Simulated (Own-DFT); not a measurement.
# Response to strain: wurtzite AlGaN with randomly placed atoms, 72 atoms (Al9Ga27N36)

These are calculations, not measurements. They come from Own-DFT, an in-house plane-wave density functional program, since retired, whose code no person has reviewed. Each row is one single-point run on a periodic cell that was not relaxed, without spin or spin-orbit coupling.

Settings of every run: PBE; PseudoDojo norm-conserving scalar-relativistic files; cutoff 42 hartree; 4 x 4 x 3 k mesh centred on Gamma; Fermi-Dirac smearing of 0.1 eV.

Known limits: forces on such cells passed a denser k mesh, each cell not checked; stress not checked against mesh or cutoff.

Unstrained cell vectors in Å: (9.509, 0.000, 0.000); (-4.755, 8.235, 0.000); (0.000, 0.000, 10.268). The unstrained cell has measured lattice constants (interpolated for alloys), not those of this functional. That, the random moves and any unrelaxed bonds set the pressure at no strain. Each run strains this cell uniformly, with the atoms carried along. Every atom was also moved at random, by a Gaussian of width 0.05 Å on each axis. The random placing of the alloy's atoms differs from row to row. Strain is the symmetric tensor, in per cent. Stress is positive in tension, and the pressure is minus a third of its trace.

| run | e_xx (%) | e_yy (%) | e_zz (%) | s_xx (GPa) | s_yy (GPa) | s_zz (GPa) | P (GPa) | E (meV/atom) |
|---|---|---|---|---|---|---|---|---|
| 1 | -2.50 | -2.50 | 0.00 | -24.77 | -23.54 | -11.54 | 19.95 | 83.3 |
| 2 | -1.25 | -1.25 | 0.00 | -13.61 | -14.94 | -9.93 | 12.82 | 39.0 |
| 3 | -0.50 | -0.50 | 0.00 | -10.84 | -10.30 | -8.65 | 9.93 | 35.0 |
| 4 | -0.75 | -0.75 | 0.00 | -11.58 | -12.73 | -7.32 | 10.54 | 26.2 |
| 5 | 2.50 | 2.50 | 0.00 | 3.91 | 5.61 | -3.24 | -2.10 | 8.4 |
| 6 | 0.50 | 0.50 | 0.00 | -4.97 | -4.27 | -7.13 | 5.45 | 22.4 |
| 7 | 1.00 | 1.00 | 0.00 | -0.44 | -1.90 | -6.35 | 2.90 | 0.0 |
| 8 | 2.25 | 2.25 | 0.00 | 3.26 | 2.92 | -2.68 | -1.17 | 9.1 |
| 9 | -2.25 | -2.25 | 0.00 | ? | ? | ? | ? | ? |

E is the free energy for each atom above the lowest run shown.

## Worked fit

The change of volume is close to e_xx + e_yy + e_zz. A straight line through the runs shown gives P = 8.02 - 214 x (fractional change of volume) GPa, with an error of 9 on the slope and a scatter of 0.85 GPa. The strain isn't the same on all axes and the cell isn't cubic, so the slope belongs to this path and is not the bulk modulus.

## Withheld run

Question: what pressure should run 9 give? Its volume changes by -4.45 %.

The line gives 17.5 GPa. The calculation gave 18.04 GPa.
